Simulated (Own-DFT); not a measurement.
# Computed records: Si3N4 (beta silicon nitride, strained, atoms displaced)

Computed with Own-DFT development build. A calculation, not a measurement: plane-wave PBE density functional theory by an unreviewed code, no spin, of a simulated periodic cell, stress positive in tension, free energy of the whole cell less one offset for each atom, forces on such cells moved up to 12 meV/angstrom on a denser k mesh; offsets are fitted by least squares, one for each functional and potential file, so energies compare only between cells with the same atoms and settings and are not formation energies; the far tail of each file's local potential was reset to the Coulomb form; each entry is a single point on an unrelaxed cell, so the pressure reflects the starting lattice, mostly measured values (interpolated for alloys), from which strain is counted, and rises with the displacements; printed positions are rounded, which can move forces by about a meV/angstrom; the program, named Own-DFT, is a retired in-house code; no spin-orbit coupling; before rounding, a Quantum ESPRESSO 7.3.1 run of the same cell and cutoff gave forces within 1 meV/angstrom rms on each cell, which checks the program and not the settings.

Settings shared by all entries: functional PBE; potential files PseudoDojo norm-conserving, scalar-relativistic, standard set; wave cutoff 42 hartree; occupations Fermi-Dirac; smearing width 0.1 eV; k mesh 2 x 2 x 4 centred on Gamma.

(1) 
```xyz
112
Lattice="15.4360 0.1487 0.2293 -7.5892 13.2938 0.1067 0.0877 0.0978 5.8246" Properties=species:S:1:pos:R:3:force_x:R:1:force_y:R:1:force_z:R:1 formula=Si3N4 free_energy_of_cell_above_offsets=-5.392 pressure=1.94 stress_xx=-1.14 stress_yy=1.85 stress_zz=-6.53 stress_yz=5.14 stress_xz=4.26 stress_xy=2.56
Si    -1.5698     5.1478     0.8922       3.25     -1.749      -4.43
Si     0.2121     2.6980     0.8361       0.17      0.316     -2.827
Si     1.4261     5.5906     0.8934     -0.242     -1.765     -1.964
Si     5.5037     1.5948     2.3316     -1.138      1.522     -0.276
Si     3.7214     4.1608     2.3638     -0.469     -3.264     -2.053
Si     2.4753     1.2652     2.2034      0.755     -1.954      1.714
N      2.4877     0.2060     0.8293     -0.338      0.939     -1.116
N      6.2443     2.0370     0.8134      3.285      1.072      1.677
N      2.8858     4.4771     0.8317     -1.301       1.99      2.584
N      1.5198     6.5076     2.2883      0.489      2.423      1.666
N     -2.3388     4.6863     2.2103     -4.387     -1.896      3.164
N      1.0977     2.2862     2.2200     -0.344     -0.682      0.307
N      0.0756     4.3984     0.8230     -0.697      1.907     -0.036
N      3.8403     2.2842     2.2057      2.482       2.45       1.04
Si    -1.6627     5.1392     3.7218      5.381      1.877     -1.914
Si     0.3401     2.7373     3.7032     -2.312      1.518     -0.446
Si     1.5964     5.4753     3.7803     -9.117      5.885     -0.254
Si     5.5815     1.6242     5.2429     -1.623      1.285     -2.258
Si     3.7926     4.1613     5.3067      0.901       -1.9     -2.786
Si     2.5913     1.4209     5.1603     -3.204     -5.198      0.794
N      2.5549     0.4071     3.7925     -0.535     -3.087     -2.812
N      6.5008     2.1338     3.7334     -3.597     -1.904      0.346
N      2.8749     4.6630     3.7513      8.046     -4.886       1.52
N      1.6408     6.6067     5.1922     -0.488     -0.799      0.447
N     -2.2788     4.6933     5.1584     -3.148     -0.257        2.7
N      1.1408     2.3000     5.1191     -0.887      0.458      2.004
N      0.0945     4.4999     3.6767      -0.21       0.05       0.55
N      3.8658     2.3501     5.1649      6.222      3.981      0.116
Si    -5.4266    11.7478     0.8988      5.316      2.817     -7.032
Si    -3.5588     9.3464     0.9160     -0.032      1.723     -2.809
Si    -2.3357    12.2748     0.9383     -1.588     -2.938      0.948
Si     1.7543     8.3914     2.3206     -0.446     -3.305      0.769
Si    -0.0591    10.7115     2.3320     -2.055      0.043      1.238
Si    -1.2087     7.9812     2.3301     -4.682     -4.072     -1.335
N     -1.2916     6.7643     0.8664      0.085      5.659     -0.625
N      2.6384     8.6906     0.8781     -3.298     -0.163     -0.746
N     -0.9522    11.1456     0.9314      1.158      0.417     -0.695
N     -2.2924    13.1872     2.4281       0.45     -0.384     -0.505
N     -6.0853    11.3344     2.2165     -5.649     -2.722      6.673
N     -2.7754     8.9385     2.2912      3.979     -2.283      1.249
N     -3.6869    11.0702     0.8523     -1.295      1.637     -0.314
N      0.0693     8.9584     2.3838      3.942      2.655     -0.493
Si    -5.3370    11.7527     3.7390      2.546      2.739     -0.346
Si    -3.4528     9.4521     3.7822     -1.011     -2.672      -0.66
Si    -2.2738    12.2061     3.8481     -2.898      1.309      0.216
Si     1.6971     8.3414     5.1772      1.271     -1.742      1.984
Si    -0.0256    10.7849     5.2580     -1.251     -1.134      0.771
Si    -1.3081     7.9140     5.2060      1.957     -2.739     -0.187
N     -1.3461     6.9378     3.6802      -0.26     -0.164      1.925
N      2.6435     8.7808     3.8421      -1.95      -0.03     -2.075
N     -0.9291    11.2740     3.8371      4.585     -2.177     -0.445
N     -2.1969    13.2079     5.3065      0.096      0.494      -1.18
N     -6.1847    11.4432     5.1639     -0.627     -0.844      1.553
N     -2.5576     9.0017     5.2046     -2.702      0.431      1.067
N     -3.5828    11.0701     3.6883      -2.65      4.127      0.968
N      0.1302     8.9736     5.1929     -0.059       1.67      0.534
Si     6.1641     5.2026     0.9378      1.217      2.141     -2.061
Si     8.0045     2.7914     0.8537     -1.831      0.247      0.666
Si     9.2433     5.6355     0.9383     -3.706      0.266      1.768
Si    13.2953     1.7124     2.3656     -1.964      0.458      0.837
Si    11.4033     4.1450     2.3945      1.088      0.477      1.208
Si    10.1700     1.3000     2.3732      4.221      -1.39      -0.82
N     10.1988     0.1891     0.8241     -0.417      2.233       2.43
N     14.0285     2.1246     0.8766      0.741      0.117      0.332
N     10.5841     4.6673     0.9950      1.465       -0.9     -1.337
N      9.2451     6.5840     2.4707      0.254      1.638     -3.307
N      5.3160     4.8007     2.3383     -0.595     -0.277      0.926
N      8.8926     2.2954     2.3739     -3.483      1.371     -2.174
N      7.7396     4.5072     0.8566      1.412      0.626      0.962
N     11.5413     2.4781     2.3856      1.466     -3.509     -0.405
Si     6.1441     5.2800     3.8086      4.307      0.378     -1.842
Si     8.0365     2.7547     3.7828      0.468      4.251      0.133
Si     9.2132     5.6986     3.8501     -1.659     -1.393      1.746
Si    13.2083     1.7228     5.2810      1.715      0.696     -0.725
Si    11.4311     4.3081     5.3032       1.71     -2.505      0.653
Si    10.3005     1.3316     5.3124      0.052      1.397     -1.503
N     10.2708     0.3482     3.8438     -0.813     -0.329     -0.717
N     14.0637     2.2068     3.8435      1.394      0.265     -0.227
N     10.6112     4.7063     3.8591      1.413     -0.283      0.014
N      9.2351     6.6160     5.3372      1.084      1.661     -0.444
N      5.4635     4.8078     5.2097     -3.141     -0.848      3.572
N      8.8680     2.4209     5.2237      1.543     -1.864      1.273
N      7.8867     4.6000     3.8530     -1.879     -1.588     -0.835
N     11.6747     2.4358     5.2360     -1.865      0.706      0.864
Si     2.2985    11.7902     0.9309       3.96      1.198      1.806
Si     4.1109     9.4283     0.9428       3.91      1.346     -0.165
Si     5.3210    12.2872     0.9782       2.25      0.394      0.829
Si     9.4442     8.3416     2.4276     -1.517     -0.663      1.949
Si     7.5228    10.7521     2.3971      3.813     -2.079      3.691
Si     6.4701     7.9923     2.3847     -1.039     -1.595      1.435
N      6.4276     7.1372     0.9598     -0.768     -5.095     -0.946
N     10.2799     8.8092     1.0835      0.738     -0.254     -3.667
N      6.7824    11.1638     1.0476       -2.5      2.096     -4.216
N      5.5700    13.2691     2.4630     -1.208     -0.884     -0.498
N      1.5364    11.3452     2.3810      0.242      0.392      1.995
N      5.0481     8.9420     2.3742     -2.539      1.614      0.482
N      4.0243    11.2403     0.9229     -2.832     -2.447      0.268
N      7.8008     8.9642     2.4019      2.318      3.059      0.416
Si     2.3778    11.9185     3.9250        2.6      0.049     -2.234
Si     4.1531     9.4857     3.8296      3.657      0.362     -0.252
Si     5.3928    12.3049     3.9705      1.188     -1.692     -4.464
Si     9.5395     8.3760     5.3665     -0.162      0.095     -0.498
Si     7.6471    10.8199     5.3303      2.059     -1.724      1.589
Si     6.4085     8.1164     5.3680      4.147     -2.915     -2.616
N      6.4515     6.9456     3.7609       -0.5       2.43      1.995
N     10.3278     8.8535     3.8271      0.795      0.116      2.706
N      6.8530    11.2547     3.9185     -1.375      0.736      -0.88
N      5.5168    13.2580     5.2508      -0.16      2.274      4.864
N      1.6438    11.4538     5.3664     -3.394     -1.685     -1.951
N      5.0578     9.0045     5.2900     -3.192      2.183     -0.295
N      4.0686    11.2292     3.8672     -2.478     -0.102      -0.07
N      7.9583     9.0185     5.3354     -2.086      2.066     -0.165
```

Units: free_energy_of_cell_above_offsets in eV; pressure, stress_xx, stress_yy, stress_zz, stress_yz, stress_xz, stress_xy in GPa; force_x, force_y, force_z in eV/Å.

(2) 
```xyz
112
Lattice="15.3121 -0.1946 0.1680 -7.8245 13.2789 -0.3278 0.0643 -0.1077 5.7996" Properties=species:S:1:pos:R:3:force_x:R:1:force_y:R:1:force_z:R:1 formula=Si3N4 free_energy_of_cell_above_offsets=-6.965 pressure=7.58 stress_xx=-4.51 stress_yy=-6.64 stress_zz=-11.59 stress_yz=-5.35 stress_xz=3.81 stress_xy=-4.12
Si    -1.6912     5.0091     0.6230      1.623      2.198     -3.278
Si     0.2304     2.6773     0.6523     -1.087      0.903      1.753
Si     1.3282     5.3718     0.6432      1.209      2.605     -0.662
Si     5.5510     1.4952     2.0796     -4.935      -2.68      7.574
Si     3.5612     3.8257     2.1685      1.148     -0.797     -3.133
Si     2.4742     1.1184     2.1240     -0.143     -0.483      3.287
N      2.4908     0.1644     0.7574     -0.582     -0.421     -0.654
N      6.2338     1.8566     0.7349      4.478       2.43     -3.604
N      2.7268     4.3745     0.5812       0.15      0.082      3.418
N      1.2692     6.3471     2.0565      1.292      1.416      0.375
N     -2.4504     4.6112     2.0142     -0.969     -0.655      2.162
N      1.1344     2.2293     2.1092     -1.324     -0.415     -0.132
N     -0.0106     4.4563     0.6802      -3.12     -3.688     -0.592
N      3.8330     2.1222     2.2804        2.1      0.593     -0.984
Si    -1.5520     5.0253     3.4340     -1.302     -1.293       2.17
Si     0.1981     2.6171     3.5636      1.255      0.672       -0.2
Si     1.4041     5.4181     3.4625     -0.744     -0.435       0.92
Si     5.4401     1.3196     5.1210       0.03     -0.406     -2.039
Si     3.5689     3.7460     5.0349      0.025     -1.894     -2.251
Si     2.4345     1.0050     5.1397     -0.045      0.432     -0.971
N      2.4787     0.1519     3.6939     -0.412     -1.186     -2.537
N      6.3025     1.8358     3.6566     -0.294      0.343     -0.131
N      2.7297     4.3170     3.4936       0.74      0.266      2.806
N      1.3697     6.2438     4.9764      0.549      0.689     -0.367
N     -2.5229     4.5088     4.9624       4.01      1.292     -0.933
N      0.9941     2.0466     5.0293      1.564     -0.327     -0.874
N      0.0397     4.3809     3.4914     -1.145     -1.733      0.454
N      3.8634     1.9576     5.1544     -0.673      3.118     -0.156
Si    -5.5732    11.7293     0.4020      2.013     -0.873      2.266
Si    -3.7745     9.2649     0.5417      3.488       2.34     -0.459
Si    -2.5029    12.0461     0.5407     -3.068     -1.537     -4.365
Si     1.5516     8.1582     2.0873      -2.27     -2.111       -1.4
Si    -0.3500    10.5424     2.0048      1.287     -2.557     -2.433
Si    -1.4743     7.6766     2.0247     -0.056      1.519     -1.281
N     -1.5199     6.8048     0.5312     -0.253     -0.906      0.115
N      2.2787     8.5178     0.6485      2.571      0.558     -2.315
N     -1.2132    11.0028     0.5374       3.01     -1.101      -0.42
N     -2.5575    12.9400     1.8869        0.5      3.124      2.265
N     -6.3246    11.2248     1.8692     -1.717     -0.374      0.377
N     -2.9521     8.7970     1.9702      3.279     -2.048     -0.687
N     -3.9772    10.9603     0.5176      0.693      2.166     -0.285
N     -0.0638     8.7163     2.0087     -1.491      1.872      0.634
Si    -5.4498    11.6698     3.2915     -3.632      0.728      1.524
Si    -3.6591     9.2531     3.3734       0.13      0.729      3.441
Si    -2.5703    11.9519     3.3132      0.257      0.893      1.747
Si     1.5305     7.9511     4.9554      0.362      1.824      0.707
Si    -0.2501    10.3884     4.8252     -2.227      1.205      1.929
Si    -1.4703     7.6651     4.8491     -0.008      1.539      3.443
N     -1.4434     6.7249     3.4914     -0.363     -0.109     -2.061
N      2.4477     8.5413     3.4260      -3.86      -2.15      2.955
N     -1.0969    10.9727     3.4274      -1.11      0.558      0.612
N     -2.4546    12.9008     4.7803     -0.058     -0.948      1.068
N     -6.3571    11.2037     4.8829     -1.271     -0.805     -3.925
N     -2.8692     8.7276     4.9233      0.729     -0.592     -2.267
N     -3.9792    10.9535     3.4274      3.253     -0.111     -0.374
N     -0.0619     8.7555     4.9366      0.339     -3.343     -0.687
Si     5.9597     4.9994     0.7096      1.466      1.065     -1.733
Si     7.9014     2.6186     0.8032     -0.189     -1.461     -0.672
Si     8.9616     5.3138     0.7502      2.283      2.566     -1.426
Si    13.1300     1.2780     2.2964     -1.642     -0.222      1.028
Si    11.2397     3.7807     2.2751      1.052     -2.172     -1.766
Si     9.9671     0.9837     2.2476      5.567     -0.852      0.577
N     10.1280     0.0183     0.7938     -0.688      3.164     -0.024
N     13.9264     1.7214     0.8579      1.968      1.248      1.038
N     10.4526     4.2938     0.7421     -2.409      0.621      3.419
N      9.0158     6.2889     2.2485       0.24      0.536     -3.339
N      5.2673     4.4693     2.1134     -2.878     -1.063      0.976
N      8.6878     1.9551     2.3105     -3.255      2.501     -2.198
N      7.6097     4.3043     0.7139     -1.378     -0.623     -0.044
N     11.5198     1.9783     2.2492     -1.702      0.198      0.222
Si     5.9589     4.8770     3.6339      3.309      1.732     -2.005
Si     7.8767     2.5268     3.7592     -0.666      1.006     -2.041
Si     9.0409     5.2343     3.5260      2.654       1.99      3.248
Si    13.1383     1.2231     5.2745     -0.458      1.763     -2.279
Si    11.2826     3.6360     5.2036     -0.417     -0.783     -3.375
Si    10.1159     0.8354     5.1344      1.314      3.537      0.865
N     10.0064    -0.0238     3.7183      0.159       2.09     -1.356
N     13.9643     1.7161     3.7683     -0.491     -0.296     -0.317
N     10.4934     4.2193     3.6859     -1.209       0.23      0.888
N      9.0999     6.1769     4.9990     -0.328      1.003      2.291
N      5.1259     4.4536     5.0270      1.329      0.297      1.179
N      8.7393     1.9490     5.0490      0.555     -0.411      4.009
N      7.7374     4.2716     3.5933     -4.497     -2.957      0.516
N     11.5534     1.9314     5.1825     -1.518     -1.487      -0.01
Si     2.0440    11.7069     0.5047      1.639     -6.157      1.227
Si     4.0152     9.1818     0.6572     -4.306      1.176     -4.339
Si     5.0428    11.9704     0.5874      0.115     -3.442      -3.23
Si     9.2173     8.0867     2.0927     -2.993     -1.856      4.465
Si     7.2708    10.3520     2.0464      1.607      1.217      0.035
Si     6.0448     7.6422     2.1386      3.981      0.321     -1.188
N      6.1893     6.8002     0.6303     -0.845     -4.818      2.763
N     10.0746     8.3958     0.7575     -2.691     -0.792     -2.896
N      6.4660    10.9047     0.5700     -1.134      0.631      2.072
N      5.0478    12.7817     1.9718       0.75      4.056      3.131
N      1.3091    11.1339     1.9781     -1.286      0.512     -0.041
N      4.7441     8.6510     1.9881      0.253     -0.331       3.15
N      3.6665    10.8464     0.5588     -0.008      2.659     -0.238
N      7.5133     8.6723     2.0259      1.004     -1.209      0.195
Si     2.0385    11.6397     3.4611      2.675     -4.789     -0.925
Si     3.9475     9.0935     3.4879      2.896      4.246      0.387
Si     5.0697    11.9563     3.5174      2.767     -3.274     -3.382
Si     9.2503     8.0045     5.0705     -1.354     -2.072     -1.292
Si     7.3157    10.2521     5.0088      1.364       3.57     -2.334
Si     6.1999     7.5627     5.1018     -0.126      2.283     -6.436
N      6.1691     6.6364     3.4344     -0.626     -1.395      4.154
N     10.1265     8.4082     3.6250     -3.073     -0.714     -0.673
N      6.5598    10.7715     3.5239     -2.022      1.954      0.211
N      5.2504    12.8356     4.8496     -0.686      0.298      4.027
N      1.3275    10.9874     4.9087      0.389      1.717     -0.981
N      4.7572     8.5861     4.9000      1.073       -1.1      1.708
N      3.8023    10.9286     3.4484     -3.823     -2.227      0.438
N      7.5372     8.6494     4.9274      2.364       -3.8      0.777
```

Units: free_energy_of_cell_above_offsets in eV; pressure, stress_xx, stress_yy, stress_zz, stress_yz, stress_xz, stress_xy in GPa; force_x, force_y, force_z in eV/Å.
